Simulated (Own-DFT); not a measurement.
## Calculated data, Si₂₃GeO₄₈ (quartz with substituted atoms, atoms displaced)

Computed with Own-DFT development build. A calculation, not a measurement: plane-wave PBE and HSE06 DFT by an unreviewed code, no spin, of a simulated cell at Gamma alone, so results move with cell size and shape, stress positive in tension, energies less offsets, not probed for a lower state with spin; oxygen file: force components 24 meV/angstrom off all-electron in a glass; k mesh not checked against a denser one; forces and stress are PBE's, HSE06 gives the energy alone, and its difference from PBE has offsets of its own; offsets are fitted by least squares, one for each functional and potential file, so energies compare only between cells with the same atoms and settings and are not formation energies; the far tail of each file's local potential was reset to the Coulomb form; each entry is a single point on an unrelaxed cell, so the pressure reflects the starting lattice, mostly measured values (interpolated for alloys), from which strain is counted, and rises with the displacements; printed positions are rounded, which can move forces by about a meV/angstrom; the program, named Own-DFT, is a retired in-house code; no spin-orbit coupling.

Common to all runs: first functional PBE; second functional HSE06; exact exchange share 0.25; screening 0.11 1/bohr; exchange divergence Gygi-Baldereschi; potential files PseudoDojo norm-conserving, scalar-relativistic, made for PBE, standard set; wave cutoff 48 hartree; occupations fixed; k mesh 1 x 1 x 1 centred on Gamma.

(1) Si₂₃GeO₄₈ (quartz with substituted atoms, atoms displaced)

```xyz
72
Lattice="9.8268 0.0000 0.0000 -4.9134 8.5103 0.0000 0.0000 0.0000 10.8104" Properties=species:S:1:pos:R:3 Si23GeO48
Si     2.3493     0.0115    10.7932
Si    -1.1250     2.0446     3.6646
Si     1.3591     2.2795     1.8067
O      1.4867     1.1144     0.6935
O      2.7552     2.4633     2.4603
O      3.2944     0.5642     4.2139
O     -1.0879     3.0535     4.7952
O      0.2596     1.7502     2.9895
O      0.7727     3.6384     1.1274
Si    -2.6328     8.4386     5.4066
Si     8.6212     1.9135     9.0355
Si     1.3285     2.2822     7.2416
O      1.4662     1.0859     6.0291
O      2.7643     2.5809     7.8847
O      3.1954     0.7215     9.7068
O     -1.0930     3.1161    10.1651
O      0.2273     1.8333     8.3864
O      0.8302     3.5666     6.5236
Si    -0.0739     4.2339     0.0106
Si    -3.5995     6.2899     3.5985
Si    -1.1402     6.4593     1.7861
O     -1.0690     5.2752     0.7530
O      0.3082     6.6931     2.4938
O      0.7097     4.8137     4.2289
O     -3.5223     7.3286     4.8108
O     -2.1071     6.0406     2.9455
O     -1.6073     7.8768     1.0945
Si    -0.1202     4.3509     5.4148
Si     6.1657     6.1953     8.9860
Ge    -1.1081     6.4825     7.1707
O     -1.0502     5.4106     5.9654
O      0.3182     6.7783     7.9325
O      0.7995     4.8303     9.6516
O     -3.5867     7.3601    10.1904
O     -2.1576     5.9956     8.3767
O     -1.7304     7.8769     6.5099
Si     2.2840     8.4716    10.7612
Si     3.7487     2.0681     3.6693
Si     6.2297     2.2635     1.7449
O      6.3347     1.1400     0.6214
O      7.6822     2.5398     2.4747
O      8.1540     0.6181     4.2960
O      3.8619     3.0854     4.7591
O      5.2401     1.7653     3.0294
O      5.7120     3.6150     1.1500
Si     7.1893     0.0233     5.3832
Si     3.7043     1.9022     9.0079
Si     6.1714     2.2592     7.3001
O      6.2684     1.0974     6.0729
O      7.6166     2.4578     7.8439
O      8.2122     0.6203     9.6154
O      3.8240     3.2289    10.1669
O      5.1853     1.8389     8.3773
O      5.6262     3.6142     6.6132
Si     4.6997     4.2163    10.7980
Si     1.2923     6.2669     3.5668
Si     3.8578     6.4933     1.8475
O      3.7016     5.3840     0.7008
O      5.1955     6.7681     2.4215
O      5.6114     4.8343     4.1130
O      1.4318     7.4859     4.7573
O      2.8465     6.0642     3.0029
O      3.2769     7.8878     1.0504
Si     4.8169     4.2388     5.3902
Si     1.2542     6.2454     8.9112
Si     3.8054     6.5018     7.2182
O      3.7815     5.3873     6.0145
O      5.1793     6.8007     7.8877
O      5.7118     4.8967     9.7065
O      1.3374     7.3869    10.2899
O      2.8087     6.1051     8.4607
O      3.1756     7.8544     6.5702
```

The calculation gives: PBE energy of cell above offsets -15.875 eV; HSE06 less PBE above offsets -0.299 eV; PBE pressure 11.93 GPa; PBE stress xx -13.01 GPa; PBE stress yy -11.02 GPa; PBE stress zz -11.75 GPa; PBE stress yz 0.69 GPa; PBE stress xz -2.87 GPa; PBE stress xy -1.23 GPa.

Force:
```tsv
element	x (eV/Å)	y (eV/Å)	z (eV/Å)
Si	-2.612	-3.498	1.734
Si	-2.601	-3.069	-2.61
Si	-3.3	-1.04	0.597
O	-1.313	1.242	0.361
O	1.418	1.138	0.622
O	-1.043	0.139	0.717
O	1.14	4.837	4.099
O	3.288	0.246	-2.11
O	2.968	-2.032	3.047
Si	2.373	3.43	-3.209
Si	0.906	6.872	-1.603
Si	-1.122	-3.186	-0.481
O	-2.061	3.34	2.65
O	0.146	-0.495	0.119
O	-0.273	-4.385	0.343
O	0.084	-0.14	-0.059
O	3.019	-0.382	-1.721
O	-1.198	3.121	-1.269
Si	-4.127	-0.349	-2.011
Si	0.106	-1.713	-1.043
Si	0.849	1.964	-0.809
O	-0.016	-0.122	-1.241
O	-2.047	1.218	-2.7
O	3.3	3.091	-3.324
O	-2.047	-2.199	-1.181
O	-2.596	-0.246	2.142
O	0.878	-1.027	0.522
Si	-0.156	-7.914	0.065
Si	1.865	2.568	1.432
Ge	-2.296	1.887	1.473
O	-1.957	-0.674	-1.759
O	-1.558	3.251	-3.897
O	1.083	1.848	-1.99
O	1.027	0.468	-0.578
O	-1.805	-1.058	1.865
O	1.771	0.71	2.039
Si	3.155	2.191	1.51
Si	1.141	-5.859	-3.763
Si	0.789	-1.157	3.773
O	-0.584	0.135	-0.588
O	-0.443	-0.155	-0.34
O	1.483	1.259	-1.535
O	-0.106	3.617	3.892
O	0.182	0.584	-1.345
O	-1.24	1.973	-1.309
Si	3.55	2.573	2.974
Si	2.874	8.643	-1.527
Si	1.619	-0.916	-5.175
O	-1.557	2.486	2.051
O	1.833	0.39	1.233
O	-2.74	-5.759	2.623
O	-4.38	-6.962	-4.355
O	-2.658	-1.964	3.105
O	0.581	0.693	-0.015
Si	3.446	5.56	4.182
Si	3.758	-0.422	3.596
Si	-6.629	1.492	-4.281
O	1.734	-1.962	-1.224
O	6.341	1.172	2.704
O	1.026	1.053	0.269
O	-4.572	-6.809	-4.031
O	-2.427	-0.396	1.7
O	1.428	-1.38	1.922
Si	-1.816	0.782	-0.056
Si	6.315	-2.044	8.918
Si	-3.28	0.579	-1.611
O	1.044	-0.508	0.22
O	1.772	0.203	-0.18
O	-0.757	-1.718	0.407
O	-3.094	-4.367	-4.157
O	-0.578	-0.582	-0.339
O	0.699	-0.268	0.516
```

(2) Si₂₃GeO₄₈ (quartz with substituted atoms, atoms displaced)

```xyz
72
Lattice="9.8268 0.0000 0.0000 -4.9134 8.5103 0.0000 0.0000 0.0000 10.8104" Properties=species:S:1:pos:R:3 Si23GeO48
Ge    -2.5430     8.4732    10.7882
Si    -1.0778     2.0396     3.6529
Si     1.2942     2.3139     1.7459
O      1.4229     1.1456     0.6259
O      2.7472     2.4373     2.4302
O      3.3209     0.6495     4.3601
O     -1.0631     3.0779     4.7512
O      0.2457     1.7918     2.9429
O      0.8046     3.5976     1.2506
Si     2.2622     0.0375     5.3941
Si     8.6210     2.0210     8.9755
Si     1.2605     2.2045     7.1935
O      1.4578     1.1501     5.9831
O      2.7570     2.5314     7.8348
O      3.2721     0.6407     9.6685
O     -1.1069     3.1563    10.1855
O      0.2388     1.7271     8.3341
O      0.7625     3.6055     6.4761
Si    -0.1188     4.2931    10.7422
Si     6.1240     6.3011     3.5019
Si    -0.9775     6.4815     1.7563
O     -1.0534     5.4077     0.6064
O      0.2897     6.8091     2.4083
O      0.7970     4.9521     4.2971
O     -3.6203     7.3810     4.7988
O     -2.1722     5.9631     2.9595
O     -1.6120     7.8345     1.2032
Si    -0.1416     4.2060     5.3734
Si     6.1303     6.2267     9.0188
Si    -1.1932     6.4610     7.2632
O     -1.1390     5.3090     6.0485
O      0.3263     6.8188     7.8198
O      0.8490     4.8740     9.6176
O     -3.5165     7.3386    10.1748
O     -2.1271     6.0807     8.4355
O     -1.6637     7.7980     6.5663
Si     7.2533     0.0614     0.0172
Si     3.7338     2.0313     3.5889
Si     6.1351     2.2289     1.7630
O      6.2953     1.0772     0.6004
O      7.6827     2.5236     2.3934
O      8.1450     0.6429     4.2344
O      3.8450     3.1574     4.6979
O      5.1898     1.7591     2.9745
O      5.6093     3.6490     1.1637
Si     7.1960     0.0543     5.3095
Si     3.7572     2.0089     9.1122
Si     6.1215     2.2677     7.2546
O      6.2701     1.1449     6.1006
O      7.7100     2.5268     7.9645
O      8.0356     0.5778     9.6129
O      3.8029     3.0862    10.2537
O      5.2144     1.7470     8.4913
O      5.6694     3.6219     6.6680
Si     4.7327     4.2530     0.0169
Si     1.2822     6.3715     3.6695
Si     3.7493     6.5421     1.8194
O      3.8086     5.4492     0.5970
O      5.2557     6.7046     2.4269
O      5.6538     4.9041     4.2681
O      1.3786     7.3361     4.7528
O      2.7272     6.0927     2.9109
O      3.2359     7.9474     1.2409
Si     4.7314     4.2229     5.5420
Si     1.2578     6.2366     9.0225
Si     3.7350     6.4765     7.2772
O      3.7988     5.3919     5.9900
O      5.1898     6.7647     7.8452
O      5.7701     4.8803     9.5713
O      1.3439     7.3101    10.0865
O      2.7622     5.9571     8.3140
O      3.2794     7.9504     6.5338
```

Results for Si₂₃GeO₄₈ (quartz with substituted atoms, atoms displaced): PBE energy of cell above offsets -15.144 eV; HSE06 less PBE above offsets -0.187 eV; PBE pressure 11.4 GPa; PBE stress xx -9.45 GPa; PBE stress yy -13.23 GPa; PBE stress zz -11.53 GPa; PBE stress yz -0.25 GPa; PBE stress xz -0.14 GPa; PBE stress xy 1.31 GPa.

Force:
```tsv
element	x (eV/Å)	y (eV/Å)	z (eV/Å)
Ge	-0.526	-1.05	3.493
Si	-4.842	-1.936	-4.138
Si	1.606	-7.169	3.233
O	-2.732	2.998	1.509
O	-0.361	0.613	-0.628
O	0.343	0.381	-1.234
O	-0.553	1.956	2.425
O	4.058	-0.646	-1.871
O	-3.418	7.753	-4.92
Si	3.711	-6.139	-0.826
Si	3.801	-2.95	6.098
Si	1.426	1.611	-0.269
O	-3.504	3.946	2.695
O	0.064	-0.648	1.12
O	3.171	0.988	-4.069
O	0.345	-0.922	-0.515
O	0.719	-0.404	0.133
O	1.984	-2.093	2.641
Si	0.131	-1.726	2.369
Si	7.704	-3.892	9.079
Si	-9.446	-1.009	0.61
O	0.527	-1.046	-1.174
O	7.028	1.004	3.968
O	0.145	-0.01	-0.974
O	0.086	0.23	-1.23
O	1.176	0.826	-1.332
O	1.406	0.236	1.331
Si	-1.432	3.254	-0.157
Si	3.835	4.11	-1.712
Si	2.285	-0.15	-2.951
O	0.137	0.293	1.002
O	-0.578	-1.055	0.012
O	-0.714	-3.039	0.893
O	-3.646	-3.314	-1.678
O	-2.362	-1.074	2.091
O	-1.598	2.252	-1.532
Si	-0.324	-5.854	-0.309
Si	0.21	-1.511	1.314
Si	3.116	0.609	1.399
O	-3.284	3.566	2.134
O	-1.021	-0.744	0.359
O	0.874	0.6	-1.527
O	-0.17	0.505	1.416
O	0.66	-0.503	-0.656
O	1.183	-0.918	0.958
Si	0.425	-1.312	4.581
Si	-1.036	0.601	-3.666
Si	3.39	-2.588	1.906
O	-0.191	0.141	-0.4
O	-7.549	2.442	-6.859
O	2.728	2.222	-2.45
O	-0.418	1.071	0.633
O	0.754	0.283	-0.593
O	-0.27	1.695	-0.018
Si	0.529	2.078	-1.897
Si	-0.144	-6.437	-6.432
Si	0.853	0.08	-1.29
O	0.154	0.044	-0.07
O	-6.351	2.889	-7.126
O	-0.473	-0.368	0.879
O	0.349	5.993	5.332
O	-1.463	-0.645	1.784
O	-0.128	0.68	-1.067
Si	1.069	1.245	-5.23
Si	1.906	0.928	-4.778
Si	0.508	2.714	-5.777
O	-1.18	1.791	2.361
O	0.646	0.228	0.142
O	-3.27	-5.647	3.7
O	1.672	4.333	4.578
O	-3.188	-1.194	3.302
O	-0.539	-1.194	-0.119
```

(3) Si₂₃GeO₄₈ (quartz with substituted atoms, atoms displaced)

```xyz
72
Lattice="9.8268 0.0000 0.0000 -4.9134 8.5103 0.0000 0.0000 0.0000 10.8104" Properties=species:S:1:pos:R:3 Si23GeO48
Si     2.3763     0.0165    10.7929
Si     8.6295     1.9672     3.5453
Si     1.3204     2.1640     1.7843
O      1.3918     1.1740     0.5939
O      2.6829     2.4864     2.4064
O      3.2042     0.6312     4.2710
O     -1.0953     3.1935     4.7015
O      0.2774     1.7832     2.9333
O      0.7790     3.6850     1.1790
Ge    -2.6288     8.4534     5.4242
Si    -1.1167     2.0817     9.0504
Si     1.2537     2.3257     7.2139
O      1.3906     1.1596     6.0989
O      2.7382     2.4628     7.8775
O      3.2649     0.6468     9.5658
O     -1.0872     3.1194    10.1857
O      0.2598     1.7926     8.2898
O      0.7866     3.6566     6.5284
Si    -0.1353     4.2210     0.0071
Si    -3.5555     6.2099     3.6956
Si    -1.1309     6.5302     1.8078
O     -1.1018     5.4114     0.6265
O      0.3344     6.7679     2.5018
O      0.7893     4.9030     4.2187
O     -3.5406     7.3504     4.7481
O     -2.1938     6.0053     2.8954
O     -1.6632     7.9486     1.1621
Si    -0.1333     4.2007     5.4705
Si    -3.6185     6.3350     9.0420
Si    -1.2516     6.4145     7.2087
O     -1.1410     5.3978     6.0439
O      0.3166     6.7432     7.7800
O      0.8448     4.8973     9.6995
O     -3.5160     7.3979    10.0675
O     -2.1435     5.9475     8.3233
O     -1.6833     7.9420     6.4929
Si     7.1829     0.0276    10.7807
Si     3.7479     1.9704     3.5688
Si     6.2387     2.1883     1.7972
O      6.3182     1.1656     0.6136
O      7.6886     2.5808     2.4166
O      8.1724     0.6904     4.2378
O      3.8465     3.1184     4.7894
O      5.2238     1.7947     2.9454
O      5.7046     3.6394     1.2561
Si     2.3193     8.4805     5.4565
Si     3.7729     2.0114     9.0239
Si     6.1518     2.2808     7.2733
O      6.3203     1.1338     6.0080
O      7.7165     2.4427     7.8434
O      8.1904     0.6362     9.6695
O      3.8782     3.0178    10.2509
O      5.2244     1.8480     8.3973
O      5.7303     3.5916     6.6582
Si     4.7707     4.2941     0.0510
Si     1.2902     6.1312     3.6897
Si     3.7073     6.5249     1.7102
O      3.9283     5.3560     0.5933
O      5.1819     6.8370     2.4250
O      5.6602     4.9059     4.3936
O      1.3954     7.4213     4.8190
O      2.8252     5.9748     2.9749
O      3.2297     7.8569     1.1688
Si     4.7723     4.2801     5.4487
Si     1.3846     6.2842     8.9894
Si     3.7793     6.4793     7.1821
O      3.8871     5.4429     6.0407
O      5.1886     6.8075     7.8523
O      5.6682     4.9031     9.6878
O      1.3144     7.3837    10.0726
O      2.7206     6.0632     8.3593
O      3.2497     7.8852     6.5523
```

Results for Si₂₃GeO₄₈ (quartz with substituted atoms, atoms displaced): PBE energy of cell above offsets -15.420 eV; HSE06 less PBE above offsets -0.383 eV; PBE pressure 12.18 GPa; PBE stress xx -10.26 GPa; PBE stress yy -13.53 GPa; PBE stress zz -12.74 GPa; PBE stress yz -0.39 GPa; PBE stress xz 1.93 GPa; PBE stress xy 0.02 GPa.

Force:
```tsv
element	x (eV/Å)	y (eV/Å)	z (eV/Å)
Si	-1.143	0.683	-1.597
Si	1.775	3.375	0.821
Si	-3.448	3.694	-0.092
O	0.222	-2.209	-2.212
O	4.102	0.183	2.15
O	3.164	2.267	-4.633
O	-0.151	-1.105	-0.464
O	0.194	-0.732	0.055
O	1.041	-2.248	1.201
Ge	-3.595	5.192	-2.691
Si	-1.529	-3.453	-2.242
Si	3.082	-2.721	-0.497
O	-2.78	3.044	1.119
O	-0.315	1.107	-0.435
O	-1.133	-3.095	1.847
O	-0.394	1.233	1.472
O	-0.479	-0.34	1.856
O	2.23	0.255	2.506
Si	0.513	2.829	0.42
Si	-3.047	0.407	-4.441
Si	0.761	-0.327	-0.278
O	0.215	-0.019	-0.209
O	-0.764	-0.062	-0.358
O	-3.781	-8.691	5.24
O	-4.087	-3.549	-1.361
O	0.443	-0.375	0.651
O	0.918	-0.761	0.826
Si	-3.481	3.09	-4.685
Si	-0.371	-5.889	-4.288
Si	5.095	5.679	-1.852
O	0.828	-2.58	-2.346
O	-0.927	-0.762	0.265
O	-0.061	-0.16	-0.476
O	1.229	4.88	4.728
O	-4.301	-0.841	4.075
O	7.822	-6.712	9.926
Si	1.597	-2.145	-0.796
Si	-0.481	1.133	1.127
Si	0.07	3.63	0.505
O	-0.999	-0.459	-0.518
O	-0.751	-0.454	-0.821
O	-1.579	-3.495	2.047
O	-0.18	-0.419	-0.665
O	-0.787	-1.121	0.846
O	-0.366	0.171	-1.031
Si	0.877	2.658	-1.88
Si	-0.394	1.608	-0.632
Si	5.623	-3.898	-2.433
O	-1.324	2.349	2.282
O	-1.505	0.568	-0.405
O	0.163	0.223	0.113
O	0.341	1.705	0.929
O	-1.21	-1.674	2.198
O	-2.423	4.965	-3.016
Si	3.986	-7.019	-1.812
Si	5.138	10.4	-4.291
Si	3.071	-3.329	4.203
O	-5.152	5.749	2.902
O	1.035	-1.374	1.173
O	3.037	1.109	-3.125
O	-1.662	-3.898	-2.501
O	-1.877	-0.168	0.385
O	-2.552	3.939	-2.97
Si	-0.859	-4.019	2.271
Si	-6.734	-1.679	-0.695
Si	-1.057	2.776	1.709
O	-1.102	-1.077	-0.637
O	1.135	-0.225	0.545
O	1.167	1.035	-1.408
O	0.872	3.337	3.12
O	5.354	-1.11	-2.401
O	1.683	-1.083	1.684
```
